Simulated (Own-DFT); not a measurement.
# Strain and stress in C40 NbSi2, 36 atoms (Nb12Si24)

All numbers below are calculated, not measured. The program, named Own-DFT, is a retired in-house plane-wave density functional code that no person has reviewed. Each row is one single-point run on a periodic cell that was not relaxed, without spin or spin-orbit coupling.

Settings of every run: PBE; PseudoDojo norm-conserving scalar-relativistic files; cutoff 42 hartree; 4 x 4 x 5 k mesh centred on Gamma; cold (Marzari-Vanderbilt) smearing of 0.2 eV.

Known limits: forces on such cells failed a check on a denser k mesh; stress not checked against mesh or cutoff.

Unstrained cell vectors in Å: (0.000, 8.324, 0.000); (-9.613, 0.000, 0.000); (0.000, 0.000, 6.586). The unstrained cell was taken from the Materials Project. The random moves and any unrelaxed bonds add to the pressure at no strain. Each run strains this cell uniformly, with the atoms carried along. Every atom was also moved at random, by a Gaussian of width 0.05 Å on each axis. Strain is the symmetric tensor, in per cent. Stress is positive in tension, and the pressure is minus a third of its trace.

| run | e_xx (%) | e_yy (%) | e_zz (%) | e_yz (%) | e_xz (%) | e_xy (%) | s_xx (GPa) | s_yy (GPa) | s_zz (GPa) | s_yz (GPa) | s_xz (GPa) | s_xy (GPa) | P (GPa) | E (meV/atom) |
|---|---|---|---|---|---|---|---|---|---|---|---|---|---|---|
| 1 | -0.33 | -1.78 | 1.10 | -1.77 | -0.02 | 0.95 | -4.43 | -8.07 | -1.41 | -5.35 | 0.38 | 3.10 | 4.64 | 17.8 |
| 2 | -0.62 | 0.57 | -1.80 | -0.73 | 0.48 | 0.77 | -6.10 | -1.79 | -12.56 | -2.92 | 0.82 | 2.48 | 6.82 | 8.9 |
| 3 | -0.90 | -0.02 | 0.17 | -1.83 | 1.09 | 1.44 | -5.59 | -3.37 | -4.47 | -5.30 | 3.55 | 4.29 | 4.48 | 18.9 |
| 4 | 1.17 | 1.35 | -1.10 | -1.14 | -0.34 | -1.70 | 1.29 | 2.13 | -7.28 | -4.08 | -1.73 | -4.22 | 1.28 | 14.6 |
| 5 | -1.57 | 1.00 | -0.44 | 0.12 | 1.20 | 1.14 | -8.62 | -0.18 | -6.24 | 0.66 | 3.95 | 4.22 | 5.01 | 11.7 |
| 6 | -0.83 | 1.26 | -0.92 | 1.51 | -1.67 | 0.17 | -5.56 | 1.05 | -8.16 | 3.85 | -5.13 | 0.48 | 4.22 | 12.7 |
| 7 | 1.68 | 0.63 | -0.59 | 1.48 | 0.23 | -0.08 | 3.39 | 0.10 | -4.83 | 4.78 | 0.41 | -0.41 | 0.45 | 12.4 |
| 8 | -0.36 | 0.95 | -0.84 | -1.62 | 0.44 | -0.15 | -3.60 | 0.40 | -7.24 | -5.42 | 1.48 | -0.61 | 3.48 | 0.0 |
| 9 | 1.65 | 1.38 | -1.68 | 1.19 | -0.91 | -1.04 | 2.78 | 2.42 | -8.85 | 3.51 | -2.67 | -2.83 | 1.21 | 3.6 |
| 10 | -1.35 | -1.06 | 0.39 | 0.31 | 0.41 | 0.83 | -8.74 | -7.37 | -3.34 | 0.47 | 0.87 | 2.29 | 6.48 | 11.6 |
| 11 | 0.88 | 1.84 | -1.52 | 0.05 | -1.68 | 1.83 | 0.42 | 3.79 | -9.08 | 0.65 | -5.48 | 4.97 | 1.62 | 13.4 |
| 12 | 0.27 | 0.31 | -1.64 | -1.85 | -0.48 | -1.32 | -2.35 | -2.56 | -12.09 | -7.15 | -2.67 | -4.32 | 5.67 | 21.7 |
| 13 | -0.25 | -1.32 | -1.59 | 0.59 | -0.22 | -1.00 | -5.61 | -8.76 | -13.17 | 1.85 | -0.92 | -3.31 | 9.18 | 17.4 |
| 14 | 1.28 | 0.23 | 0.07 | 0.55 | -1.84 | 1.67 | 1.64 | 0.18 | -2.89 | 1.69 | -5.15 | 4.74 | 0.36 | 9.5 |
| 15 | 0.19 | 0.28 | -1.86 | -1.57 | 0.01 | -0.86 | -3.31 | -2.83 | -12.42 | -5.24 | -0.07 | -2.86 | 6.19 | 16.4 |
| 16 | -1.72 | 0.04 | -1.45 | 0.75 | -1.57 | -1.26 | ? | ? | ? | ? | ? | ? | ? | ? |

E is the free energy for each atom above the lowest run shown.

## Worked fit

Each stress component was fitted by least squares to a constant and the strains of the runs shown, as fractions, with shears doubled. Shear strains stay in the fit of a normal stress only where such slopes are resolved. The slopes, in GPa:

```
stress,at no strain,per e_xx,per e_yy,per e_zz,scatter
s_xx,-2.9,363 ± 9,62 ± 11,61 ± 12,0.35
s_yy,-2.4,70 ± 11,369 ± 12,82 ± 14,0.39
s_zz,-4.2,72 ± 13,99 ± 15,472 ± 17,0.50
```

Each shear stress against twice its own strain: yz 160 ± 5, xz 154 ± 9, xy 141 ± 6 GPa. These are stiffnesses along x, y and z of the frame in which the cell vectors are given, which need not be the crystal's axes. The atoms are held to the strained lattice; where symmetry lets them move under strain, relaxing them would lower some slopes. The table should be nearly symmetric about its diagonal, and what it lacks of that shows the noise. A ninth of its sum, 183 ± 6 GPa, estimates the bulk modulus near the mean pressure of these runs, 4.1 GPa, so it lies above the value at zero pressure.

## Withheld run

Question: what normal stresses and pressure should run 16 give?

The fit gives s_xx = -10.0, s_yy = -4.6, s_zz = -12.2 and P = 8.9 GPa. The calculation gave -9.91, -5.27, -12.36 and P = 9.18 GPa.
